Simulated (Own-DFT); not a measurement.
## Calculated data, Hf₃₆O₇₁ (tetragonal hafnia with one neutral oxygen vacancy, atoms displaced)

Computed with Own-DFT development build. A calculation, not a measurement: plane-wave PBE and HSE06 DFT by an unreviewed code, no spin, of a simulated cell at Gamma alone, so results move with cell size and shape, stress positive in tension, energies less offsets, not probed for a lower state with spin; hafnium file: forces about 75 meV/angstrom off all-electron values; oxygen file: force components 24 meV/angstrom off all-electron in a glass; k mesh not checked against a denser one; forces and stress are PBE's, HSE06 gives the energy alone, and its difference from PBE has offsets of its own; offsets are fitted by least squares, one for each functional and potential file, so energies compare only between cells with the same atoms and settings and are not formation energies; the far tail of each file's local potential was reset to the Coulomb form; each entry is a single point on an unrelaxed cell, so the pressure reflects the starting lattice, taken from the Materials Project, from which strain is counted, and rises with the displacements; printed positions are rounded, which can move forces by about a meV/angstrom; the program is a retired in-house code; no spin-orbit coupling.

Settings shared by all entries: first functional PBE; second functional HSE06; exact exchange share 0.25; screening 0.11 1/bohr; exchange divergence Gygi-Baldereschi; potential files PseudoDojo norm-conserving, scalar-relativistic, made for PBE, standard set; wave cutoff 48 hartree; occupations fixed; k mesh 1 x 1 x 1 centred on Gamma.

(1) Hf₃₆O₇₁ (tetragonal hafnia with one neutral oxygen vacancy, atoms displaced)

```cif
# cell vector a (Å): 10.7800 0.0000 0.0000
# cell vector b (Å): 0.0000 10.7800 0.0000
# cell vector c (Å): 0.0000 0.0000 10.4493
data_Hf36O71
_symmetry_space_group_name_H-M 'P 1'
_symmetry_Int_Tables_number 1
_cell_length_a 10.7800
_cell_length_b 10.7800
_cell_length_c 10.4493
_cell_angle_alpha 90.000
_cell_angle_beta 90.000
_cell_angle_gamma 90.000
_cell_volume 1214.30
loop_
_atom_site_label
_atom_site_type_symbol
_atom_site_fract_x
_atom_site_fract_y
_atom_site_fract_z
_atom_site_occupancy
Hf1 Hf 0.99831 0.00086 0.99918 1
Hf2 Hf 0.17032 0.16747 0.24412 1
O1 O 0.99753 0.17290 0.15445 1
O2 O 0.16468 0.99777 0.34973 1
O3 O 0.00152 0.16250 0.40162 1
O4 O 0.16571 0.99960 0.09996 1
Hf3 Hf 0.00038 0.00529 0.50295 1
Hf4 Hf 0.17087 0.17349 0.75684 1
O5 O 0.00164 0.16058 0.65385 1
O6 O 0.17295 0.99903 0.85087 1
O7 O 0.99658 0.16519 0.90213 1
O8 O 0.16991 0.99749 0.59781 1
Hf5 Hf 0.99686 0.33151 0.00331 1
Hf6 Hf 0.16878 0.49618 0.24661 1
O9 O 0.00071 0.50156 0.15285 1
O10 O 0.16871 0.33454 0.34996 1
O11 O 0.00199 0.50140 0.40064 1
O12 O 0.16609 0.33387 0.09638 1
Hf7 Hf 0.99878 0.33839 0.50585 1
Hf8 Hf 0.16737 0.50166 0.75043 1
O13 O 0.00062 0.50251 0.65499 1
O14 O 0.16601 0.32954 0.84739 1
O15 O 0.00271 0.50052 0.90170 1
O16 O 0.16245 0.33186 0.60108 1
Hf9 Hf 0.00311 0.66629 0.99784 1
Hf10 Hf 0.17020 0.83085 0.24982 1
O17 O 0.00159 0.82965 0.14692 1
O18 O 0.16578 0.66619 0.35000 1
O19 O 0.00111 0.83284 0.40396 1
O20 O 0.16775 0.66675 0.10103 1
Hf11 Hf 0.00080 0.66586 0.49637 1
Hf12 Hf 0.17104 0.82902 0.75019 1
O21 O 0.99788 0.83124 0.65425 1
O22 O 0.16856 0.66660 0.85077 1
O23 O 0.99942 0.83275 0.90491 1
O24 O 0.16449 0.66361 0.59261 1
Hf13 Hf 0.33516 0.99953 0.00168 1
Hf14 Hf 0.50263 0.16913 0.24970 1
O25 O 0.33323 0.16561 0.14723 1
O26 O 0.50115 0.00151 0.34106 1
O27 O 0.33235 0.16776 0.40318 1
O28 O 0.49490 0.99724 0.09641 1
Hf15 Hf 0.33352 0.00219 0.50609 1
Hf16 Hf 0.49783 0.16173 0.74414 1
O29 O 0.33216 0.16698 0.65123 1
O30 O 0.49821 0.00506 0.85057 1
O31 O 0.33286 0.16522 0.90085 1
O32 O 0.49968 0.00272 0.59872 1
Hf17 Hf 0.33573 0.33320 0.99799 1
Hf18 Hf 0.50313 0.49844 0.24700 1
O33 O 0.33378 0.50425 0.15206 1
O34 O 0.49872 0.33377 0.34939 1
O35 O 0.33046 0.49994 0.40176 1
O36 O 0.49635 0.33515 0.09307 1
Hf19 Hf 0.32869 0.33400 0.49591 1
Hf20 Hf 0.49944 0.50068 0.74502 1
O37 O 0.33823 0.50200 0.64679 1
O38 O 0.50480 0.33068 0.84815 1
O39 O 0.33716 0.50115 0.90363 1
O40 O 0.50428 0.33609 0.59860 1
Hf21 Hf 0.33713 0.66529 0.99964 1
Hf22 Hf 0.49947 0.83304 0.24820 1
O41 O 0.33070 0.83304 0.14599 1
O42 O 0.49797 0.66581 0.34999 1
O43 O 0.33215 0.83414 0.40367 1
O44 O 0.49897 0.66215 0.09499 1
Hf23 Hf 0.33139 0.66326 0.49494 1
Hf24 Hf 0.49824 0.83606 0.74692 1
O45 O 0.33433 0.83243 0.65215 1
O46 O 0.49861 0.66572 0.85134 1
O47 O 0.33324 0.83424 0.90022 1
O48 O 0.50229 0.67215 0.59528 1
Hf25 Hf 0.66377 0.00383 0.99683 1
Hf26 Hf 0.83533 0.16564 0.24956 1
O49 O 0.66545 0.16288 0.15549 1
O50 O 0.83443 0.00622 0.35248 1
O51 O 0.83558 0.00043 0.09718 1
Hf27 Hf 0.66212 0.99853 0.50257 1
Hf28 Hf 0.82926 0.16801 0.74764 1
O52 O 0.66910 0.16529 0.65141 1
O53 O 0.83993 0.00004 0.84606 1
O54 O 0.67189 0.16511 0.90448 1
O55 O 0.83592 0.99897 0.59818 1
Hf29 Hf 0.66773 0.33443 0.99313 1
Hf30 Hf 0.82903 0.50033 0.25629 1
O56 O 0.66633 0.49908 0.15423 1
O57 O 0.83340 0.33686 0.34769 1
O58 O 0.66750 0.50331 0.40740 1
O59 O 0.83205 0.33369 0.10119 1
Hf31 Hf 0.66866 0.33867 0.50292 1
Hf32 Hf 0.82938 0.50431 0.75187 1
O60 O 0.66876 0.49545 0.65477 1
O61 O 0.83230 0.33029 0.84918 1
O62 O 0.66641 0.50131 0.90406 1
O63 O 0.83330 0.33293 0.59743 1
Hf33 Hf 0.66578 0.66668 0.00114 1
Hf34 Hf 0.83270 0.83124 0.25460 1
O64 O 0.66414 0.83120 0.15480 1
O65 O 0.82453 0.66074 0.34549 1
O66 O 0.66466 0.83488 0.40453 1
O67 O 0.83372 0.66500 0.09566 1
Hf35 Hf 0.66271 0.66596 0.50433 1
Hf36 Hf 0.83260 0.83254 0.75268 1
O68 O 0.66370 0.83798 0.65373 1
O69 O 0.83498 0.66738 0.84792 1
O70 O 0.66972 0.83793 0.90519 1
O71 O 0.83146 0.67155 0.60408 1
```

- PBE energy of cell above offsets: -100.797 eV
- HSE06 less PBE above offsets: -0.149 eV
- PBE pressure: 0.95 GPa
- PBE stress xx: -0.87 GPa
- PBE stress yy: -0.56 GPa
- PBE stress zz: -1.43 GPa
- PBE stress yz: 0.03 GPa
- PBE stress xz: 0.2 GPa
- PBE stress xy: -0.04 GPa

Force:
```csv
element,x (eV/Å),y (eV/Å),z (eV/Å)
Hf,0.444,-0.732,-0.17
Hf,-0.733,-1.01,1.08
O,0.928,-0.042,-0.431
O,0.419,0.517,-0.633
O,-0.056,1.861,0.198
O,0.01,0.467,-0.036
Hf,0.386,-0.593,0.045
Hf,-1.058,-2.593,-0.807
O,-0.086,0.523,0.16
O,-0.393,0.04,-0.618
O,0.467,0.717,0.379
O,-0.03,-0.165,0.178
Hf,-0.252,0.19,-0.108
Hf,-0.738,0.905,0.039
O,-0.321,-0.302,0.255
O,0.121,-0.387,-0.165
O,-0.285,-0.408,0.444
O,0.464,0.046,0.125
Hf,0.07,-1.094,-1.096
Hf,-0.33,-0.128,0.081
O,-0.373,-0.307,-0.178
O,0.265,2.009,0.553
O,0.049,-0.633,-0.1
O,0.891,0.375,-0.026
Hf,-0.215,0.378,1.143
Hf,-0.99,0.57,-0.058
O,-0.522,0.09,1.289
O,0.269,-0.321,-0.257
O,-0.761,-0.271,-0.31
O,0.285,-0.231,-0.557
Hf,-0.289,0.89,0.636
Hf,-1.208,1.615,0.17
O,0.856,-0.162,0.381
O,0.075,-0.474,-0.507
O,0.126,0.032,-0.452
O,0.622,-0.044,0.866
Hf,-1.6,-0.225,-0.487
Hf,-0.368,-0.282,0.271
O,0.283,0.308,0.341
O,0.352,-0.039,0.694
O,0.003,-0.189,-0.173
O,1.402,-0.006,0.131
Hf,-1.438,-0.262,-1.432
Hf,0.181,1.254,0.517
O,0.367,0.217,-0.133
O,0.35,-0.75,-0.518
O,0.132,0.793,-0.122
O,-0.239,-0.041,0.489
Hf,-0.46,-0.342,-0.119
Hf,-0.751,0.374,0.342
O,0.342,-0.418,0.033
O,0.372,0.236,-0.366
O,0.113,-0.337,-0.257
O,1.049,0.006,0.594
Hf,0.459,-0.243,0.332
Hf,0.047,-0.499,1.046
O,-0.916,-0.015,0.469
O,-0.178,0.16,-0.609
O,-0.303,-0.765,-0.723
O,-0.896,-0.109,-0.265
Hf,-0.938,0.711,0.137
Hf,-0.4,0.143,0.234
O,0.888,-0.187,0.614
O,0.038,-0.191,-0.569
O,0.312,0.002,-0.086
O,0.577,0.221,0.675
Hf,-0.004,0.75,-0.049
Hf,0.02,-0.615,1.159
O,0.217,-0.088,-0.192
O,0.286,0.476,-0.997
O,0.372,-0.431,-0.043
O,-0.797,-0.434,0.784
Hf,0.562,-0.667,1.121
Hf,-0.121,0.238,0.492
O,0.003,0.159,0.115
O,-0.753,-1.062,-0.534
O,-0.823,0.044,0.27
Hf,1.782,0.754,-0.656
Hf,1.668,-1.067,0.322
O,-0.966,-0.064,-0.3
O,-0.544,0.242,0.039
O,-0.118,0.347,-0.496
O,-1.256,-0.019,-0.131
Hf,0.108,-0.12,0.798
Hf,1.158,-0.477,-1.722
O,-0.127,-0.027,-0.175
O,-0.392,-0.949,0.609
O,-0.322,-0.554,-0.337
O,-0.435,0.005,-0.645
Hf,-0.414,-1.327,-0.661
Hf,1.198,-0.164,0.408
O,-0.478,0.526,-0.233
O,-0.222,1.087,-0.099
O,0.273,0.021,-0.374
O,0.205,0.079,0.374
Hf,0.617,0.697,0.104
Hf,0.711,0.534,-0.734
O,0.4,-0.076,0.097
O,0.486,1.686,0.796
O,0.132,-0.417,0.02
O,-0.368,0.103,0.034
Hf,1.191,1.007,-0.597
Hf,0.723,0.602,-0.522
O,0.05,0.026,0.132
O,-0.337,-0.375,0.302
O,-0.288,-0.674,-0.204
O,-0.287,-0.634,-0.844
```

(2) Hf₃₆O₇₁ (tetragonal hafnia with one neutral oxygen vacancy, atoms displaced)

```cif
# cell vector a (Å): 10.7800 0.0000 0.0000
# cell vector b (Å): 0.0000 10.7800 0.0000
# cell vector c (Å): 0.0000 0.0000 10.4493
data_Hf36O71
_symmetry_space_group_name_H-M 'P 1'
_symmetry_Int_Tables_number 1
_cell_length_a 10.7800
_cell_length_b 10.7800
_cell_length_c 10.4493
_cell_angle_alpha 90.000
_cell_angle_beta 90.000
_cell_angle_gamma 90.000
_cell_volume 1214.30
loop_
_atom_site_label
_atom_site_type_symbol
_atom_site_fract_x
_atom_site_fract_y
_atom_site_fract_z
_atom_site_occupancy
Hf1 Hf 0.99807 0.99706 0.00059 1
Hf2 Hf 0.17128 0.16620 0.25101 1
O1 O 0.00057 0.16485 0.14849 1
O2 O 0.16380 0.00131 0.34728 1
O3 O 0.99550 0.17038 0.40226 1
O4 O 0.16149 0.00046 0.09940 1
Hf3 Hf 0.99788 0.00532 0.50133 1
Hf4 Hf 0.16792 0.16809 0.75404 1
O5 O 0.99934 0.16351 0.64848 1
O6 O 0.16390 0.00129 0.84796 1
O7 O 0.00199 0.16531 0.90196 1
O8 O 0.16753 0.00178 0.59623 1
Hf5 Hf 0.00384 0.33259 0.00275 1
Hf6 Hf 0.16661 0.49929 0.25111 1
O9 O 0.00523 0.49868 0.15161 1
O10 O 0.16592 0.34022 0.34813 1
O11 O 0.99870 0.50395 0.40596 1
O12 O 0.16377 0.33168 0.10245 1
Hf7 Hf 0.99522 0.33531 0.49607 1
Hf8 Hf 0.17039 0.49424 0.75208 1
O13 O 0.99664 0.50005 0.65103 1
O14 O 0.16825 0.33470 0.84472 1
O15 O 0.99733 0.49670 0.90358 1
O16 O 0.16827 0.33253 0.59784 1
Hf9 Hf 0.99578 0.67032 0.00198 1
Hf10 Hf 0.16694 0.83642 0.25020 1
O17 O 0.16703 0.66519 0.34545 1
O18 O 0.99868 0.83145 0.40203 1
O19 O 0.16481 0.66652 0.09873 1
Hf11 Hf 0.99729 0.66588 0.50436 1
Hf12 Hf 0.16756 0.82971 0.75542 1
O20 O 0.00270 0.82758 0.65275 1
O21 O 0.16858 0.66835 0.84282 1
O22 O 0.99458 0.83600 0.90355 1
O23 O 0.16664 0.66709 0.59685 1
Hf13 Hf 0.33637 0.01014 0.00291 1
Hf14 Hf 0.49915 0.16468 0.25460 1
O24 O 0.33301 0.16236 0.15448 1
O25 O 0.50519 0.00021 0.34839 1
O26 O 0.33735 0.17224 0.40540 1
O27 O 0.49556 0.00297 0.09733 1
Hf15 Hf 0.33148 0.99656 0.49941 1
Hf16 Hf 0.50071 0.16216 0.74993 1
O28 O 0.33229 0.16549 0.65297 1
O29 O 0.49604 0.99921 0.84991 1
O30 O 0.33157 0.16737 0.90447 1
O31 O 0.50406 0.99698 0.60212 1
Hf17 Hf 0.32966 0.33827 0.00248 1
Hf18 Hf 0.50230 0.49832 0.25481 1
O32 O 0.33184 0.50173 0.14856 1
O33 O 0.49831 0.33748 0.34775 1
O34 O 0.33587 0.49696 0.40636 1
O35 O 0.49586 0.33638 0.09741 1
Hf19 Hf 0.33324 0.33521 0.50246 1
Hf20 Hf 0.49992 0.49748 0.74503 1
O36 O 0.33450 0.49562 0.65545 1
O37 O 0.50197 0.33270 0.84784 1
O38 O 0.32950 0.50088 0.89884 1
O39 O 0.49837 0.33425 0.59859 1
Hf21 Hf 0.33326 0.66698 0.00251 1
Hf22 Hf 0.49882 0.83295 0.24916 1
O40 O 0.33606 0.83208 0.14768 1
O41 O 0.49548 0.66961 0.34689 1
O42 O 0.32847 0.83409 0.40371 1
O43 O 0.50468 0.66422 0.09746 1
Hf23 Hf 0.33772 0.66427 0.50331 1
Hf24 Hf 0.49778 0.83007 0.75260 1
O44 O 0.32805 0.83442 0.65251 1
O45 O 0.50006 0.66794 0.84553 1
O46 O 0.33158 0.82763 0.90121 1
O47 O 0.50164 0.66178 0.59802 1
Hf25 Hf 0.67209 0.00003 0.99725 1
Hf26 Hf 0.83840 0.16584 0.24363 1
O48 O 0.66405 0.16553 0.15095 1
O49 O 0.82725 0.99891 0.34439 1
O50 O 0.67012 0.16590 0.39897 1
O51 O 0.83404 0.99520 0.09563 1
Hf27 Hf 0.66540 0.00139 0.49087 1
Hf28 Hf 0.83192 0.16345 0.74691 1
O52 O 0.66580 0.16487 0.65450 1
O53 O 0.83434 0.99938 0.84443 1
O54 O 0.66576 0.16319 0.89963 1
O55 O 0.83788 0.00156 0.59884 1
Hf29 Hf 0.66665 0.33120 0.00086 1
Hf30 Hf 0.83151 0.50259 0.25372 1
O56 O 0.66422 0.49712 0.15689 1
O57 O 0.83107 0.33003 0.34624 1
O58 O 0.66477 0.50011 0.40340 1
O59 O 0.83292 0.33180 0.09126 1
Hf31 Hf 0.66849 0.33270 0.49660 1
Hf32 Hf 0.83339 0.49771 0.74798 1
O60 O 0.66252 0.50182 0.64922 1
O61 O 0.83886 0.33309 0.85206 1
O62 O 0.66810 0.50119 0.90520 1
O63 O 0.83315 0.33232 0.59788 1
Hf33 Hf 0.66635 0.66832 0.99734 1
Hf34 Hf 0.83306 0.83327 0.24942 1
O64 O 0.66699 0.83187 0.15187 1
O65 O 0.83201 0.66463 0.34641 1
O66 O 0.66418 0.83638 0.40276 1
O67 O 0.83661 0.66217 0.09489 1
Hf35 Hf 0.66151 0.66881 0.49978 1
Hf36 Hf 0.83215 0.82869 0.74575 1
O68 O 0.66886 0.83328 0.65275 1
O69 O 0.83439 0.66792 0.84260 1
O70 O 0.66900 0.82942 0.90409 1
O71 O 0.83329 0.66866 0.59704 1
```

* PBE energy of cell above offsets: -100.887 eV
* HSE06 less PBE above offsets: -0.142 eV
* PBE pressure: 1.13 GPa
* PBE stress xx: -0.26 GPa
* PBE stress yy: -1.36 GPa
* PBE stress zz: -1.77 GPa
* PBE stress yz: 0.95 GPa
* PBE stress xz: 0.39 GPa
* PBE stress xy: 0 GPa

Force:
```csv
element,x (eV/Å),y (eV/Å),z (eV/Å)
Hf,0.769,0.798,-0.732
Hf,-1.074,0.517,0.103
O,0.229,0.149,0.619
O,0.412,0.38,0.063
O,0.089,-0.497,-0.646
O,0.829,-0.468,0.22
Hf,0.841,-0.672,0.226
Hf,-0.646,-0.972,-0.948
O,0.292,0.336,0.405
O,0.3,-0.343,0.069
O,0.094,0.321,0.094
O,-0.259,0.048,-0.375
Hf,-1.362,0.125,-0.862
Hf,0.002,1.193,-0.332
O,-1.255,-0.195,0.533
O,-0.081,-1.649,0.211
O,-0.439,-0.841,-0.59
O,1.243,-0.346,-0.249
Hf,1.046,0.228,0.838
Hf,-1.04,1.553,-0.658
O,0.546,-0.135,0.287
O,0.038,-0.612,1.162
O,0.394,0.73,-0.003
O,-0.822,0.209,-0.043
Hf,1.262,-0.939,-0.725
Hf,-0.55,-1.127,-0.233
O,0.272,0.395,-0.046
O,-0.158,0.583,-0.391
O,-0.171,0.772,-0.487
Hf,1.133,0.769,-0.061
Hf,-0.249,0.832,-0.72
O,-0.425,0.292,0.21
O,-0.374,-1.21,0.791
O,0.309,-0.75,0.538
O,0.599,-0.471,-0.292
Hf,-0.964,-1.952,-0.612
Hf,0.416,0.701,-0.622
O,0.035,0.052,-0.025
O,-0.437,-0.114,0.08
O,-0.222,-1.247,-0.679
O,1.424,-0.07,0.363
Hf,-0.011,0.642,1.271
Hf,-0.267,0.479,-0.148
O,0.46,-0.064,0.403
O,0.025,-0.449,0.095
O,-0.077,0.906,-0.041
O,-0.7,0.121,-0.835
Hf,0.68,0.365,-0.281
Hf,-0.721,0.437,-1.161
O,0.232,-0.196,0.526
O,0.512,-1.286,0.148
O,0.157,0.979,-0.213
O,0.173,-0.302,0.069
Hf,-0.193,-0.247,0.424
Hf,0.363,-0.39,1.208
O,-0.155,0.411,-0.58
O,-0.086,-0.075,-0.179
O,0.05,-0.184,0.421
O,0.785,-0.11,-0.321
Hf,-0.144,0.078,-0.031
Hf,0.162,-0.042,-0.693
O,-0.383,0.007,0.842
O,0.237,-0.256,0.476
O,0.444,-0.163,-0.301
O,-0.613,0.191,-0.007
Hf,-1.868,0.294,-0.544
Hf,-0.237,1.033,-0.29
O,1.386,-0.163,-0.209
O,0.138,-0.815,0.108
O,0.222,1.223,0.227
O,-0.557,0.476,0.211
Hf,-0.988,-0.176,0.031
Hf,-0.662,0.135,0.331
O,0.431,-0.018,0.053
O,0.396,0.205,-0.12
O,-0.582,0.646,0.153
O,-0.102,-0.045,0.464
Hf,0.364,-0.063,1.705
Hf,0.728,0.418,0.545
O,0.024,0.247,-0.687
O,-0.516,-0.128,0.377
O,0.1,0.294,0.308
O,-1.163,-0.101,-0.598
Hf,-0.377,0.33,-0.484
Hf,0.66,-0.487,-1
O,0.797,-0.104,0.039
O,0.079,0.76,-0.03
O,0.076,0.227,-0.108
O,0.216,-0.2,1.015
Hf,-0.521,-0.11,0.659
Hf,0.084,-0.193,0.829
O,1.002,-0.197,0.092
O,-0.759,-0.373,-1.161
O,-0.005,-0.324,-0.173
O,-0.552,0.139,-0.185
Hf,-0.02,-0.779,0.333
Hf,0.814,-0.159,0.056
O,-0.164,0.122,0.221
O,-0.411,0.675,-0.007
O,-0.048,-1.05,-0.191
O,-0.968,0.374,0.663
Hf,1.282,0.112,0.194
Hf,0.786,0.624,0.001
O,-0.873,-0.369,-0.154
O,0.023,-0.706,0.394
O,-0.171,1.118,-0.409
O,-1.039,-0.127,-0.227
```
